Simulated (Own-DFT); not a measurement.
# Short bonds, stiff crystals?

Calculated, not measured: single-point runs of Own-DFT, a retired in-house plane-wave DFT program that no person has reviewed, on unrelaxed cells, without spin or spin-orbit coupling.

Caveats (not all hold for every row): forces on such cells moved up to 12 meV/angstrom on a denser k mesh; forces not confirmed at this smearing and k mesh; k mesh not checked against a denser one; forces on such cells passed a denser k mesh, each cell not checked; stress not checked against mesh or cutoff.

All runs are PBE with PseudoDojo norm-conserving files; cutoff and k mesh are each material's own. Every cell starts from measured lattice constants and was given uniform random strains and small random moves of its atoms. Each triple is the change of volume in per cent, the rms move u in Å and the pressure in GPa.

- 3C SiC (C48Si48), 10.36 Å³/atom unstrained: (-3.36, 0.047, 13.10); (-2.73, 0.049, 12.24); (-1.68, 0.052, 9.87); (-0.07, 0.051, 6.64); (-0.01, 0.053, 6.30); (0.90, 0.047, 3.31); (2.39, 0.051, 0.88)
- wurtzite AlN (Al64N64), 10.45 Å³/atom unstrained: (-2.37, 0.051, 11.31); (-1.46, 0.047, 8.90); (-1.20, 0.051, 8.62); (-0.86, 0.051, 7.82); (-0.60, 0.049, 6.95); (-0.02, 0.049, 5.72); (3.49, 0.051, -1.45)
- wurtzite GaN (Ga36N36), 11.42 Å³/atom unstrained: withheld
- diamond silicon (Si64), 20.02 Å³/atom unstrained: (-2.51, 0.049, 5.07); (-2.22, 0.049, 4.77); (-1.26, 0.053, 3.89); (0.54, 0.048, 2.11); (0.74, 0.052, 2.24); (1.52, 0.051, 1.32); (2.64, 0.047, 0.10)
- zincblende InP (In32P32), 25.27 Å³/atom unstrained: (-1.22, 0.047, 4.52); (-0.76, 0.053, 4.17); (-0.06, 0.049, 3.56); (0.85, 0.052, 3.25); (1.15, 0.050, 2.87); (1.49, 0.051, 2.73); (1.90, 0.049, 2.44)
- grey tin (Sn64), 34.15 Å³/atom unstrained: (-3.87, 0.045, 5.96); (-2.08, 0.053, 4.90); (-1.38, 0.049, 4.71); (-0.73, 0.048, 4.02); (0.71, 0.047, 3.28); (1.05, 0.052, 3.24); (1.09, 0.048, 3.11)

## Analysis

Fit a line to each set against the fractional change of volume; B is minus its slope, and u is nearly the same within a set. To take it to zero pressure, assume that B rises by 4 GPa for each GPa: B0 = B - 4 x (mean pressure). The bond length of an ideal tetrahedral crystal with the unstrained volume v is d = (√3/4)(8 v)^(1/3). Cohen's empirical rule reads B0 = (1971 - 220 L) d^(-3.5) GPa, with L = 0 for group IV crystals and SiC and 1 for III-V compounds.

| material | L | d (Å) | B (GPa) | mean P (GPa) | B0 (GPa) | rule (GPa) |
|---|---|---|---|---|---|---|
| 3C SiC (C48Si48) | 0 | 1.888 | 220 ± 9 | 7.5 | 191 ± 9 | 213 |
| wurtzite AlN (Al64N64) | 1 | 1.893 | 215 ± 5 | 6.8 | 188 ± 5 | 188 |
| wurtzite GaN (Ga36N36) | 1 | 1.950 | ? | ? | ? | 169 |
| diamond silicon (Si64) | 0 | 2.352 | 94 ± 3 | 2.8 | 83 ± 3 | 99 |
| zincblende InP (In32P32) | 1 | 2.541 | 65 ± 3 | 3.4 | 51 ± 3 | 67 |
| grey tin (Sn64) | 0 | 2.810 | 57 ± 2 | 4.2 | 41 ± 2 | 53 |

A line through ln[B0/(1971 - 220 L)] against ln d has a slope of -4.1 ± 0.2 and a scatter of 5 %. Against the rule, B0 stands at 89 % for 3C SiC, 100 % for wurtzite AlN, 84 % for diamond silicon, 77 % for zincblende InP, 77 % for grey tin. PBE tends to make silicon and heavier crystals too soft, and the rule itself is only a guide.

## Prediction

Question: what B0 does the fitted trend give for wurtzite GaN (Ga36N36)?

The straight line predicts 157 GPa. Its own runs give B = 191 ± 6 GPa at a mean pressure of 5.7 GPa, so B0 = 168 GPa.
